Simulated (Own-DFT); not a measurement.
AlGa₃N₄ (wurtzite random alloy, strained, atoms displaced) (calculated)

A calculation, not a measurement: plane-wave PBE density functional theory by an unreviewed code, no spin, of a simulated periodic cell, stress positive in tension, free energy of the whole cell less one offset for each atom, forces on such cells passed a denser k mesh, this cell's mesh not checked; offsets are fitted by least squares, one for each functional and potential file, so energies compare only between cells with the same atoms and settings and are not formation energies; the far tail of each file's local potential was reset to the Coulomb form; each entry is a single point on an unrelaxed cell, so the pressure reflects the starting lattice, mostly measured values, from which strain is counted, and rises with the displacements; printed positions are rounded, which can move forces by about a meV/angstrom; the program is a retired in-house code; no spin-orbit coupling. Program: Own-DFT development build.

### AlGa₃N₄ (wurtzite random alloy, strained, atoms displaced)

```xyz
72
Lattice="9.6519 0.0000 0.0000 -4.8259 8.3588 0.0000 0.0000 0.0000 10.2685" Properties=species:S:1:pos:R:3 AlGa3N4
Ga    -0.0408     1.8958    10.2441
Ga     1.6217     0.9373     2.5086
N     -0.0403     1.7742     1.9128
N      1.6617     0.9109     4.5321
Ga    -0.0269     1.8790     5.0673
Ga     1.5700     0.8978     7.6550
N     -0.0224     1.8381     7.0987
N      1.6369     0.9343     9.6243
Ga    -1.6475     4.6964    10.2261
Ga     0.0094     3.6223     2.5569
N     -1.6922     4.6737     1.8210
N     -0.0021     3.7757     4.4737
Ga    -1.6624     4.6808     5.1857
Al    -0.0331     3.6478     7.6967
N     -1.5837     4.5923     7.0120
N     -0.0073     3.7792     9.6612
Ga    -3.1280     7.3796     0.0366
Ga    -1.6696     6.5376     2.5747
N     -3.1992     7.3860     2.0267
N     -1.5347     6.5627     4.5736
Ga    -3.1767     7.4146     5.1228
Ga    -1.6208     6.5209     7.7504
N     -3.2724     7.4386     6.9468
N     -1.7262     6.5137     9.5697
Ga     3.1718     1.9179     0.0018
Al     4.8201     0.9322     2.5357
N      3.1674     1.8239     1.9353
N      4.8454     1.0263     4.4951
Ga     3.1942     1.7782     5.2105
Al     4.8578     0.9059     7.7177
N      3.2331     1.7981     7.2008
N      4.8848     0.8675     9.6436
Ga     1.5933     4.6162    10.2308
Al     3.2078     3.6703     2.4993
N      1.5860     4.5306     1.8960
N      3.2023     3.6793     4.4503
Ga     1.5366     4.6132     5.0533
Ga     3.0728     3.7045     7.7132
N      1.6399     4.6875     7.0267
N      3.2135     3.7038     9.6782
Al     0.0272     7.4465    10.2372
Ga     1.4639     6.5669     2.5183
N     -0.0098     7.4198     2.0065
N      1.5658     6.5642     4.5348
Ga    -0.0274     7.4380     5.0386
Ga     1.6784     6.5853     7.6795
N     -0.1029     7.3678     7.0865
N      1.7018     6.4226     9.6052
Ga     6.4971     1.9356    10.2244
Al     8.0682     0.8244     2.6817
N      6.4314     1.7822     1.9865
N      8.0417     0.9162     4.5473
Al     6.4067     1.7491     5.0288
Ga     7.9508     0.9285     7.6341
N      6.4116     1.8487     6.9988
N      8.0195     0.9463     9.5852
Ga     4.7419     4.7061    10.1803
Al     6.4785     3.6018     2.6307
N      4.8876     4.6121     1.8776
N      6.4324     3.7572     4.5296
Al     4.7753     4.6169     5.0758
Ga     6.3712     3.5904     7.7107
N      4.8476     4.5833     7.0016
N      6.4119     3.7439     9.6949
Ga     3.1955     7.5491    10.2082
Ga     4.8503     6.4594     2.6021
N      3.1863     7.4509     1.9757
N      4.9355     6.5911     4.5666
Ga     3.1854     7.3796     5.1924
Ga     4.7754     6.4632     7.7071
N      3.1918     7.4171     7.0714
N      4.8041     6.4953     9.7865
```

* functional: PBE
* potential files: PseudoDojo norm-conserving, scalar-relativistic, standard set
* wave cutoff: 42 hartree
* occupations: Fermi-Dirac
* smearing width: 0.1 eV
* k mesh: 4 x 4 x 3 centred on Gamma
* free energy of cell above offsets: 7.258 eV
* pressure: 1.64 GPa
* stress xx: -1.4 GPa
* stress yy: 0.79 GPa
* stress zz: -4.32 GPa
* stress yz: 0.05 GPa
* stress xz: -0.61 GPa
* stress xy: -0.67 GPa

Force:
```tsv
element	x (eV/Å)	y (eV/Å)	z (eV/Å)
Ga	0.708	-0.472	-0.277
Ga	-0.644	-0.698	1.014
N	-0.671	-0.211	0.896
N	-1.161	0.455	-0.765
Ga	0.868	-0.085	0.943
Ga	0.192	-0.42	0.476
N	-0.314	0.782	-0.466
N	-0.882	-0.333	0.475
Ga	0.166	-0.411	-0.191
Ga	-0.849	1.096	-0.962
N	0.428	-0.887	2.699
N	-1.442	-1.218	-0.04
Ga	0.451	0.021	-1.4
Al	0.239	1.266	-0.311
N	0.016	-0.269	2.855
N	-0.664	-0.943	-1.667
Ga	-2.624	1.622	0.632
Ga	1.275	-1.736	0.699
N	-0.841	1.275	-1.252
N	-1.826	-1.476	-1.582
Ga	0.631	0.766	-0.71
Ga	-1.135	-0.886	-2.558
N	0.106	-0.535	3.277
N	3.211	-0.16	1.703
Ga	0.798	-1.478	-0.403
Al	-0.316	0.258	0.095
N	1.868	0.562	0.184
N	-0.588	-1.397	-1.033
Ga	0.55	1.415	-0.126
Al	-0.719	-0.547	-0.21
N	0.386	0.232	-0.846
N	-0.198	0.449	-0.167
Ga	0.286	0.306	0.657
Al	0.472	0.666	0.388
N	0.612	0.958	0.778
N	0.336	0.476	-0.134
Ga	1.797	0.922	0.648
Ga	1.955	-0.339	-0.465
N	-1.845	-0.539	0.377
N	-0.414	0.239	-0.923
Al	0.05	-0.699	0.056
Ga	3.534	-2.262	0.937
N	-2.224	1.976	-2.395
N	0.669	-0.98	-0.783
Ga	0.993	1.22	1.902
Ga	-2.619	-1.775	-0.007
N	2.197	2.088	-0.155
N	-1.649	1.741	0.757
Ga	-1.099	-1.034	1.307
Al	-0.445	0.656	-1.631
N	0.578	0.247	0.503
N	-0.621	-0.012	-0.28
Al	0.89	2.285	1.144
Ga	1.28	0.203	0.03
N	-1.04	-1.51	-0.473
N	0.313	0.92	-0.272
Ga	0.99	-1.273	1.614
Al	-0.506	1.501	-1.352
N	-0.847	-1.053	1.549
N	-0.66	-1.356	-0.697
Al	0.51	0.293	0.194
Ga	0.625	1.992	-0.397
N	-1.068	0.36	0.474
N	-0.298	-0.028	-1.461
Ga	0.322	-1.806	1.661
Ga	-0.846	-0.272	-0.402
N	0.04	-0.218	-0.136
N	-2.747	-2.507	-0.72
Ga	0.956	0.109	-1.521
Ga	1.219	-0.197	-0.044
N	1.026	0.824	0.42
N	0.26	1.842	-2.132
```
